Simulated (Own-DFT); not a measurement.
# Computed records: Al$_{3}$GaN$_{4}$ (wurtzite random alloy, strained, atoms displaced), AlGa$_{3}$N$_{4}$ (wurtzite random alloy, strained, atoms displaced)

A calculation, not a measurement: plane-wave PBE density functional theory by an unreviewed code, no spin, of a simulated periodic cell, stress positive in tension, free energy of the whole cell less one offset for each atom, forces on such cells passed a denser k mesh, this cell's mesh not checked; offsets are fitted by least squares, one for each functional and potential file, so energies compare only between cells with the same atoms and settings and are not formation energies; the far tail of each file's local potential was reset to the Coulomb form; each entry is a single point on an unrelaxed cell, so the pressure reflects the starting lattice, mostly measured values, from which strain is counted, and rises with the displacements; printed positions are rounded, which can move forces by about a meV/angstrom; the program is a retired in-house code; no spin-orbit coupling. Program: Own-DFT development build.

Common to all runs: functional PBE; potential files PseudoDojo norm-conserving, scalar-relativistic, standard set; wave cutoff 42 hartree; occupations Fermi-Dirac; smearing width 0.1 eV; k mesh 4 x 4 x 3 centred on Gamma.

(1) Al$_{3}$GaN$_{4}$ (wurtzite random alloy, strained, atoms displaced)

```
Al3GaN4
1.0
      9.3233     0.0000     0.0000
     -4.6616     8.0742     0.0000
      0.0000     0.0000    10.0655
Al N Al N Al Ga N Ga N Al N Al N Al N Al N Ga Al N Al N Al N Al N Al N Al Ga N Al N Ga N Al Ga N Ga Al N
2 2 2 2 1 1 2 2 2 2 2 2 2 2 2 2 2 1 1 2 2 2 2 2 2 2 2 2 1 1 2 2 2 2 2 1 1 2 1 1 2
Direct
  0.10671 0.21748 0.99763
  0.22314 0.11187 0.23830
  0.11457 0.22884 0.18781
  0.22837 0.11132 0.44087
  0.11899 0.22989 0.49998
  0.21958 0.11150 0.75411
  0.12493 0.23731 0.69724
  0.21688 0.11522 0.93604
  0.10895 0.55864 0.99999
  0.22769 0.44365 0.24611
  0.10327 0.54885 0.19162
  0.21914 0.43752 0.44253
  0.10670 0.55676 0.50528
  0.21945 0.44718 0.75527
  0.11533 0.55944 0.67984
  0.21629 0.43994 0.93642
  0.11724 0.88877 0.00993
  0.23313 0.77143 0.25742
  0.11200 0.89130 0.19628
  0.21832 0.78333 0.42902
  0.11036 0.88141 0.50037
  0.22257 0.78205 0.74669
  0.11694 0.88858 0.68370
  0.21431 0.76790 0.94677
  0.44931 0.22743 0.99932
  0.55724 0.11729 0.25437
  0.44325 0.21610 0.18129
  0.55598 0.11423 0.44317
  0.43901 0.21492 0.51175
  0.55993 0.10690 0.75403
  0.45189 0.22203 0.68563
  0.56127 0.10968 0.95117
  0.44836 0.56115 0.99869
  0.56042 0.44020 0.25531
  0.43600 0.54771 0.18569
  0.55696 0.43992 0.44379
  0.45471 0.55641 0.50561
  0.55639 0.44881 0.74092
  0.44024 0.55016 0.68852
  0.55443 0.43660 0.94384
  0.44552 0.88779 0.00172
  0.54824 0.77589 0.24527
  0.44109 0.88725 0.19435
  0.56107 0.79182 0.44412
  0.45014 0.88120 0.49983
  0.55724 0.78218 0.75358
  0.45043 0.89790 0.70076
  0.55716 0.77760 0.93811
  0.78066 0.21833 0.00524
  0.89662 0.11597 0.24648
  0.77601 0.21451 0.18990
  0.88430 0.10755 0.43650
  0.78069 0.21948 0.50206
  0.89024 0.11399 0.75154
  0.77794 0.22619 0.69461
  0.88046 0.10517 0.93911
  0.77145 0.54758 0.01174
  0.88827 0.44319 0.24948
  0.78476 0.56715 0.19210
  0.88575 0.44672 0.43344
  0.78348 0.55633 0.48823
  0.89345 0.44676 0.74226
  0.78449 0.56497 0.68886
  0.88249 0.44110 0.93639
  0.77164 0.88383 0.99235
  0.89793 0.78269 0.25122
  0.78328 0.88373 0.19774
  0.88959 0.78600 0.44124
  0.78594 0.88124 0.49559
  0.88335 0.76562 0.74865
  0.76974 0.88460 0.68993
  0.88854 0.77858 0.93435
```

| Item | Value |
| --- | --- |
| free energy of cell above offsets | -15.530 eV |
| pressure | 10.37 GPa |
| stress xx | -10.8 GPa |
| stress yy | -10.81 GPa |
| stress zz | -9.49 GPa |
| stress yz | -0.54 GPa |
| stress xz | 1.51 GPa |
| stress xy | 1.35 GPa |

Force:
```csv
element,x (eV/Å),y (eV/Å),z (eV/Å)
Al,-0.661,0.651,0.075
Al,0.083,0.386,2.127
N,0.308,-2.39,-1.139
N,-1.203,-0.198,-0.556
Al,-0.118,-2.347,0.466
Al,0.832,0.029,-1.293
N,-0.347,-3.412,-2.104
N,1.854,-1.116,1.33
Al,-0.157,-2.296,0.614
Ga,-2.087,0.001,1.742
N,0.36,1.263,-0.693
N,0.927,2.306,-0.29
Ga,1.015,-0.102,-3.801
Ga,0.38,1.268,-0.721
N,-0.147,1.383,3.443
N,-0.626,0.563,2.362
Al,-1.486,-0.098,-1.319
Al,-2.411,-0.276,-2.514
N,2.568,0.271,-1.346
N,1.833,-0.533,3.162
Al,-0.59,2.072,-0.632
Al,0.524,-0.336,1.077
N,-1.252,0.205,1.052
N,0.825,2.354,-1.45
Al,-0.223,-1.786,-0.637
Al,0.281,-1.15,-0.004
N,0.064,1.183,1.48
N,0.416,-0.557,-0.015
Al,0.579,0.119,-2.612
Al,-0.851,2.115,0.858
N,-0.626,-0.004,3.182
N,-1.046,-0.26,-1.455
Ga,-0.183,-2.004,-0.394
Al,-1.117,0.118,-0.793
N,3.081,2.032,1.128
N,-1.071,-0.194,-0.748
Al,-1.642,0.206,-1.193
Al,1.125,-0.912,1.386
N,0.753,1.967,0.402
N,0.115,1.657,-1.524
Al,-0.61,-0.104,0.237
Al,1.9,0.157,1.042
N,0.887,0.648,-0.975
N,1.358,-3.802,-1.788
Al,-3.251,2.559,0.975
Al,-0.131,-0.988,-0.904
N,-0.266,-2.387,-1.548
N,-1.031,0.914,0.038
Al,-0.58,0.832,-0.688
Al,-0.413,-1.269,0.838
N,-0.34,1.164,0.446
N,1.215,1.623,0.318
Al,-0.782,-0.008,-0.327
Ga,0.678,-0.422,-0.705
N,-0.038,-1.048,-1.746
N,0.859,0.297,1.367
Al,0.474,1.144,-2.546
Al,0.048,-0.387,-0.471
N,-0.104,-3.257,0.458
N,1.663,-1.984,0.105
Ga,-1.282,0.79,1.93
Ga,-0.886,0.546,1.565
N,-0.913,-2.491,-1.263
N,0.676,0.121,1.518
Al,1.801,0.347,1.5
Ga,-0.47,0.092,0.59
N,-3.019,1.311,-2.138
N,4.718,-2.39,-0.915
Ga,-4.185,3.024,1.89
Al,0.042,3.477,0.776
N,1.424,-0.119,0.438
N,0.48,-0.565,1.327
```

(2) AlGa$_{3}$N$_{4}$ (wurtzite random alloy, strained, atoms displaced)

```
AlGa3N4
1.0
      9.4142     0.0000     0.0000
     -4.7071     8.1529     0.0000
      0.0000     0.0000    10.2685
Ga N Al Ga N Ga N Ga N Ga N Ga N Ga Al N Ga N Ga N Ga N Al Ga N Ga Al N Al N Ga N Ga N Ga Al N Ga Al N Ga Al N
2 2 1 1 2 2 2 2 2 2 2 2 2 1 1 2 2 2 2 2 2 2 1 1 2 1 1 2 2 2 2 2 2 2 1 1 2 1 1 2 1 1 2
Direct
  0.10902 0.22609 0.99682
  0.22050 0.11617 0.24686
  0.11454 0.22223 0.18426
  0.22257 0.10490 0.45030
  0.10955 0.22398 0.49941
  0.22223 0.10505 0.75191
  0.10678 0.21942 0.69222
  0.22750 0.11458 0.94352
  0.10700 0.56380 0.00260
  0.22603 0.44526 0.24946
  0.12111 0.56165 0.19054
  0.22241 0.44173 0.43859
  0.11250 0.56082 0.50011
  0.22424 0.44544 0.74475
  0.11289 0.55317 0.69855
  0.23713 0.44658 0.93248
  0.10994 0.89729 0.99683
  0.22461 0.78210 0.24799
  0.10896 0.89073 0.18692
  0.22859 0.77695 0.44157
  0.10469 0.89571 0.50043
  0.22787 0.78313 0.75436
  0.10775 0.88568 0.69788
  0.22650 0.77536 0.93993
  0.43620 0.21651 0.00734
  0.54851 0.10080 0.25406
  0.43219 0.22022 0.18685
  0.55627 0.10602 0.43696
  0.44242 0.22296 0.49872
  0.55430 0.10857 0.75298
  0.45085 0.23089 0.68623
  0.54826 0.11687 0.93722
  0.44642 0.55547 0.99125
  0.55527 0.43620 0.24747
  0.43423 0.54879 0.19039
  0.55172 0.44422 0.43551
  0.45019 0.56798 0.49537
  0.55091 0.44777 0.75221
  0.44129 0.55897 0.68465
  0.54999 0.44496 0.93981
  0.45505 0.88683 0.00452
  0.55934 0.78470 0.24749
  0.43592 0.87744 0.18845
  0.56151 0.78321 0.44332
  0.43837 0.88380 0.50911
  0.54885 0.78219 0.74828
  0.44020 0.87593 0.69466
  0.56482 0.76889 0.93802
  0.77913 0.22428 0.00221
  0.88426 0.11321 0.25368
  0.76493 0.21738 0.18330
  0.89421 0.11152 0.43274
  0.78162 0.21330 0.49701
  0.89168 0.11760 0.74696
  0.77906 0.23538 0.68625
  0.88496 0.10594 0.95109
  0.78136 0.56212 0.99634
  0.88198 0.44289 0.25999
  0.77693 0.55037 0.18305
  0.89442 0.43937 0.43432
  0.76563 0.55112 0.50108
  0.88939 0.43938 0.75899
  0.78347 0.55326 0.69061
  0.89070 0.44156 0.94148
  0.77844 0.89193 0.99436
  0.89510 0.78355 0.25296
  0.78177 0.89423 0.19461
  0.88580 0.78567 0.44508
  0.77089 0.88476 0.49968
  0.88719 0.76574 0.75763
  0.78770 0.89617 0.68510
  0.88091 0.77590 0.92825
```

| Quantity | Value |
| --- | --- |
| free energy of cell above offsets | 8.461 eV |
| pressure | 11.94 GPa |
| stress xx | -12.98 GPa |
| stress yy | -13.39 GPa |
| stress zz | -9.45 GPa |
| stress yz | 0.39 GPa |
| stress xz | -0.5 GPa |
| stress xy | -1.91 GPa |

Force:
```csv
element,x (eV/Å),y (eV/Å),z (eV/Å)
Ga,0.833,0.563,0.213
Ga,-0.401,-1.142,1.479
N,-2.501,-0.134,0.845
N,-1.704,2.468,-1.993
Al,0.747,-0.126,0.56
Ga,-0.21,1.328,-0.009
N,1.18,0.379,-1.636
N,-1.682,-0.387,-1.356
Ga,2.016,-1.248,0.345
Ga,-1.279,-0.693,0.442
N,-1.707,-0.992,-0.106
N,-0.078,-0.272,0.582
Ga,0.416,-1.075,1.008
Ga,0.151,-0.577,0.775
N,-1.886,0.362,-1.195
N,-3.042,-0.665,0.133
Ga,0.636,-1.494,0.14
Ga,-1.022,-0.893,0.931
N,-0.373,-0.421,0.404
N,-1.947,0.681,-0.621
Ga,1.37,-2.359,1.546
Ga,-1.253,-1.591,0.214
N,-0.247,-0.64,-0.818
N,0.268,2.106,0.721
Ga,0.78,1.731,-1.039
Al,-0.383,0.587,-0.904
N,2.876,-1.002,1.563
N,-0.394,0.079,-0.172
Ga,0.989,0.019,0.485
Ga,-0.253,0.789,-0.667
N,-0.286,-1.439,0.302
N,2.756,-1.614,1.157
Ga,-0.186,-0.316,2.622
Ga,-1.032,1.5,-0.272
N,2.701,1.809,-0.836
N,0.015,-0.15,-0.119
Ga,-0.415,-2.023,0.451
Ga,0.717,0.239,-0.128
N,1.032,1.34,0.093
N,2.118,-0.907,-0.168
Al,-1.14,-0.054,-0.961
Ga,0.533,-1.908,0.672
N,0.913,2.801,-1.023
N,-1.822,0.196,-1.523
Ga,0.814,0.842,-0.765
Al,3.774,-1.437,0.7
N,-0.438,2.538,-0.596
N,-2.828,2.423,-1.315
Al,-0.767,-0.38,-0.169
Al,0.671,0.436,-1.716
N,0.611,-0.545,1.182
N,0.661,-0.009,0.309
Ga,-1.164,1.06,0.553
Ga,-0.837,-0.769,0.914
N,0.567,-1.552,0.348
N,-1.157,2.338,-1.974
Ga,-0.518,-1.449,0.316
Ga,1.219,0.041,-2.983
N,-0.265,1.942,1.089
N,-1.434,0.357,2.278
Ga,1.901,0.449,0.451
Al,-0.006,1.366,-1.055
N,-0.208,0.016,0.497
N,-0.666,-0.671,-0.594
Ga,0.759,-1.09,1.765
Al,-0.969,-0.844,-0.077
N,0.863,-0.148,-0.526
N,1.298,-1.992,-2.243
Ga,0.84,1.827,1.002
Al,-0.69,1.327,-3.159
N,-1.049,-1.658,1.574
N,1.212,0.723,2.052
```
